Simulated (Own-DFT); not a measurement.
# Strain and stress in wurtzite GaN, 72 atoms (Ga36N36)

All numbers below are calculated, not measured. They come from Own-DFT, an in-house plane-wave density functional program, since retired, whose code no person has reviewed. Each row is one single-point run on a periodic cell that was not relaxed, without spin or spin-orbit coupling.

Settings of every run: PBE; PseudoDojo norm-conserving scalar-relativistic files; cutoff 42 hartree; 4 x 4 x 3 k mesh centred on Gamma; Fermi-Dirac smearing of 0.1 eV.

Known limits: forces not confirmed at this smearing and k mesh; stress not checked against mesh or cutoff.

Unstrained cell vectors in Å: (9.567, 0.000, 0.000); (-4.784, 8.285, 0.000); (0.000, 0.000, 10.370). The unstrained cell has measured lattice constants (interpolated for alloys), not those of this functional. That, the random moves and any unrelaxed bonds set the pressure at no strain. Each run strains this cell uniformly, with the atoms carried along. Every atom was also moved at random, by a Gaussian of width 0.05 Å on each axis. Strain is the symmetric tensor, in per cent. Stress is positive in tension, and the pressure is minus a third of its trace.

```
run,e_xx (%),e_yy (%),e_zz (%),e_yz (%),e_xz (%),e_xy (%),s_xx (GPa),s_yy (GPa),s_zz (GPa),s_yz (GPa),s_xz (GPa),s_xy (GPa),P (GPa),E (meV/atom)
1,-0.50,-0.04,-0.06,0.83,0.60,1.82,-10.48,-9.06,-6.49,1.12,1.54,5.80,8.68,7.7
2,1.94,1.55,-0.71,-1.30,-0.55,0.10,-0.05,0.26,-7.79,-3.30,-1.57,-1.08,2.53,0.0
3,-1.18,0.07,-1.70,-1.38,-0.68,-0.66,-16.10,-8.42,-18.05,-3.63,-1.77,-2.94,14.19,38.5
4,1.71,0.99,-0.36,-1.81,1.51,0.48,0.73,-1.66,-8.56,-3.24,2.91,0.77,3.17,5.1
5,-1.17,-1.68,-0.69,1.28,-0.22,-1.94,-15.00,-18.61,-13.57,4.37,-0.45,-6.79,15.73,50.0
6,-1.24,-1.97,1.63,1.36,-0.75,0.07,-13.41,-17.59,-1.92,1.66,-1.93,0.22,10.97,15.1
7,0.19,1.32,-0.29,-0.68,1.09,-0.36,-5.89,-3.29,-7.53,-1.44,3.25,-0.11,5.57,8.4
8,-1.07,0.45,-1.95,0.23,0.26,1.16,-12.16,-7.99,-18.61,0.94,-0.38,3.65,12.92,17.9
9,1.86,-1.33,-1.28,1.80,-1.66,0.74,-1.15,-13.18,-14.76,5.44,-4.17,2.53,9.70,23.1
10,-1.18,1.57,1.60,1.18,0.97,1.27,-10.70,-0.81,-1.47,2.77,1.84,3.92,4.33,17.1
11,-0.50,-1.40,0.34,0.26,1.84,-1.17,-11.89,-15.23,-7.95,0.03,5.53,-4.09,11.69,35.6
12,1.24,-1.69,1.17,-1.80,-1.69,-1.70,-3.47,-13.36,-2.66,-4.12,-4.06,-4.62,6.50,13.9
13,-1.56,-1.94,0.57,-0.43,1.19,-0.66,-15.58,-18.09,-9.52,-1.70,3.04,-2.14,14.39,45.1
14,1.18,0.28,1.79,0.61,-0.29,1.13,-2.11,-4.79,0.79,1.35,-0.66,3.21,2.04,2.6
15,0.84,-1.04,0.29,0.06,-1.05,1.91,-4.69,-12.89,-6.48,0.58,-1.53,5.39,8.02,23.9
16,0.67,-0.56,-1.21,-0.38,0.78,1.81,?,?,?,?,?,?,?,?
```

E is the free energy for each atom above the lowest run shown.

## Worked fit

Each stress component was fitted by least squares to a constant and the strains of the runs shown, as fractions, with shears doubled. Shear strains stay in the fit of a normal stress only where such slopes are resolved. The slopes, in GPa:

```
stress,at no strain,per e_xx,per e_yy,per e_zz,scatter
s_xx,-8.1,434 ± 20,74 ± 20,63 ± 22,0.96
s_yy,-8.2,93 ± 17,465 ± 17,53 ± 18,0.81
s_zz,-8.2,86 ± 25,76 ± 25,482 ± 27,1.16
```

Each shear stress against twice its own strain: yz 131 ± 11, xz 128 ± 10, xy 156 ± 11 GPa. These are stiffnesses along x, y and z of the frame in which the cell vectors are given, which need not be the crystal's axes. The atoms are held to the strained lattice; where symmetry lets them move under strain, relaxing them would lower some slopes. The table should be nearly symmetric about its diagonal, and what it lacks of that shows the noise. A ninth of its sum, 203 ± 4 GPa, estimates the bulk modulus near the mean pressure of these runs, 8.7 GPa, so it lies above the value at zero pressure.

## Withheld run

Question: what normal stresses and pressure should run 16 give?

The fit gives s_xx = -6.4, s_yy = -10.8, s_zz = -13.9 and P = 10.4 GPa. The calculation gave -4.88, -11.36, -15.30 and P = 10.51 GPa.
